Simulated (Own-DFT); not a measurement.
# Strain and stress in wurtzite GaN, 96 atoms (Ga48N48)

Calculated results; nothing here was measured. They come from Own-DFT, an in-house plane-wave density functional program, since retired, whose code no person has reviewed. Each row is one single-point run on a periodic cell that was not relaxed, without spin or spin-orbit coupling.

Settings of every run: PBE; PseudoDojo norm-conserving scalar-relativistic files (stringent for Ga); cutoff 96 hartree; 3 x 4 x 3 k mesh centred on Gamma; Gaussian smearing of 0.01 eV.

Known limits: forces on such cells passed a denser k mesh, each cell not checked; stress not checked against mesh or cutoff.

Unstrained cell vectors in Å: (12.756, 0.000, 0.000); (-4.784, 8.285, 0.000); (0.000, 0.000, 10.370). The unstrained cell has measured lattice constants (interpolated for alloys), not those of this functional. That, the random moves and any unrelaxed bonds set the pressure at no strain. Each run strains this cell uniformly, with the atoms carried along. Every atom was also moved at random, by a Gaussian of width 0.05 Å on each axis. Strain is the symmetric tensor, in per cent. Stress is positive in tension, and the pressure is minus a third of its trace.

```
run  e_xx (%)  e_yy (%)  e_zz (%)  e_yz (%)  e_xz (%)  e_xy (%)  s_xx (GPa)  s_yy (GPa)  s_zz (GPa)  s_yz (GPa)  s_xz (GPa)  s_xy (GPa)  P (GPa)  E (meV/atom)
  1     -1.62     -0.40     -1.93     -1.89     -1.38      0.08      -16.23      -10.61      -21.87       -3.92       -2.60        0.67    16.23          65.7
  2     -0.60      1.07     -1.31     -0.52      1.60     -1.02       -9.67       -4.01      -12.40       -1.30        2.94       -3.71     8.69          16.8
  3     -0.10     -0.77      0.66      1.58      1.10      0.06       -8.28      -10.43       -4.92        3.58        3.16        0.31     7.87          24.1
  4     -0.38     -1.30      0.60      0.94      0.09      1.91       -9.53      -13.35       -5.78        2.24        0.12        5.87     9.55          27.8
  5     -1.15      0.03     -1.03     -1.59     -1.81     -1.16      -12.26       -9.85      -14.26       -4.54       -4.26       -4.31    12.12          44.6
  6     -1.36      0.09      1.44      1.54     -1.30     -0.75      -11.08       -7.14       -1.87        3.16       -2.34       -2.43     6.70          14.1
  7      0.84     -1.54      0.95     -1.09     -1.64      1.82       -5.96      -11.84       -2.95       -2.10       -3.36        6.00     6.92          24.0
  8     -2.00      1.32      0.78     -1.93      0.43      0.89      -12.39       -3.71       -4.57       -3.58        1.26        1.18     6.89          24.3
  9      0.97     -0.33      1.88      1.55      1.50     -0.71       -1.54       -5.51        0.57        2.92        2.52       -1.90     2.16           0.0
 10      1.31     -0.05     -0.66      1.61      0.19      0.40       -1.14       -6.08       -9.81        3.02        0.82        1.42     5.68           1.8
 11     -1.26      1.84      1.07     -0.68      1.66      0.95       -8.97       -1.00       -2.92       -1.14        3.02        3.24     4.29          25.1
 12     -1.63      0.16      1.75      1.05      1.36     -1.48      -13.97       -7.67       -1.39        1.52        3.03       -5.21     7.68          41.4
 13      1.25     -1.70      1.24      1.27      0.20      1.95       -4.16      -11.74       -2.25        2.12        0.10        7.06     6.05          23.7
 14     -1.03     -0.90     -0.89      1.02     -0.78     -0.18      -12.89      -12.55      -13.88        2.10       -1.72       -1.84    13.11          34.0
 15     -1.27     -0.48      1.39     -0.91     -1.78     -0.13      -12.31       -8.14       -3.46       -1.56       -3.88       -0.27     7.97          20.7
 16      1.27     -0.74      0.00      1.39     -1.57      0.66           ?           ?           ?           ?           ?           ?        ?             ?
```

E is the free energy for each atom above the lowest run shown.

## Worked fit

Each stress component was fitted by least squares to a constant and the strains of the runs shown, as fractions, with shears doubled. Shear strains stay in the fit of a normal stress only where such slopes are resolved. The slopes, in GPa:

```
stress,at no strain,per e_xx,per e_yy,per e_zz,scatter
s_xx,-7.0,433 ± 22,160 ± 24,63 ± 17,0.77
s_yy,-7.1,111 ± 22,397 ± 24,60 ± 17,0.78
s_zz,-7.9,121 ± 31,100 ± 34,489 ± 24,1.09
```

Each shear stress against twice its own strain: yz 107 ± 7, xz 102 ± 8, xy 158 ± 10 GPa. These are stiffnesses along x, y and z of the frame in which the cell vectors are given, which need not be the crystal's axes. The atoms are held to the strained lattice; where symmetry lets them move under strain, relaxing them would lower some slopes. The table should be nearly symmetric about its diagonal, and what it lacks of that shows the noise. A ninth of its sum, 215 ± 6 GPa, estimates the bulk modulus near the mean pressure of these runs, 8.1 GPa, so it lies above the value at zero pressure.

## Withheld run

Question: what normal stresses and pressure should run 16 give?

The fit gives s_xx = -2.7, s_yy = -8.6, s_zz = -7.1 and P = 6.1 GPa. The calculation gave -1.02, -10.14, -9.07 and P = 6.74 GPa.
